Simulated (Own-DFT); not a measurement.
# Stretching a layer in its plane: diamond-structure GeSn with randomly placed atoms, 64 atoms (Ge60Sn4)

No measurement is shown. These are fixed-geometry runs of a retired plane-wave code named Own-DFT, which no person has reviewed; spin and spin-orbit coupling are neglected.

Settings: PBE; PseudoDojo norm-conserving scalar-relativistic files; cutoff 49 hartree; 3 x 3 x 3 k mesh centred on Gamma; Fermi-Dirac smearing of 0.1 eV.

Limits: forces on such cells moved up to 12 meV/angstrom on a denser k mesh; stress not checked against mesh or cutoff.

Unstrained cell vectors in Å: (11.420, 0.000, 0.000); (0.000, 11.420, 0.000); (0.000, 0.000, 11.420). The unstrained cell has measured lattice constants (interpolated for alloys), not those of this functional. That, the random moves and any unrelaxed bonds set the pressure at no strain. Each run strains x and y alike by e, as a substrate would, and holds the height along z. Each atom got a random Gaussian move of width 0.05 Å along each axis. The random placing of the alloy's atoms differs from row to row. Stress is positive in tension.

```
e (%),u (Å),(s_xx + s_yy)/2 (GPa),s_zz (GPa)
-3.00,0.053,-10.99,-9.12
-2.75,0.047,-10.27,-8.48
-2.00,0.050,-8.65,-7.34
-1.50,0.049,-7.49,-6.46
-0.75,0.049,-6.17,-5.63
0.50,0.052,?,?
1.25,0.056,-2.88,-3.62
2.00,0.051,-1.70,-2.88
2.50,0.047,-1.03,-2.37
2.75,0.048,-0.68,-2.17
```

## Working it out

With e as a fraction, the in-plane stress is -4.8 + 174 e - 977 e² GPa (errors 1 and 104, scatter 0.09), and s_zz is -4.7 + 114 e - 899 e² GPa (slope ± 2, scatter 0.14). At e = 0 the first slope is C11 + C12 and the second 2 C12, both with the ions held to the strained lattice and at the cell's own pressure. The term in e² is negative: the layer stiffens under compression and softens under tension. A free layer would change its height as e changes, and the in-plane slope would drop by 2 C12²/C11 to the biaxial modulus. At fixed height, a misfit of 1 % moves the in-plane stress by about 1.7 GPa and s_zz by 1.1 GPa.

## Check

Q: what are the two stresses at e = 0.50 %?

Estimate: -3.9 and -4.2 GPa. Computed: -4.11 and -4.35 GPa.
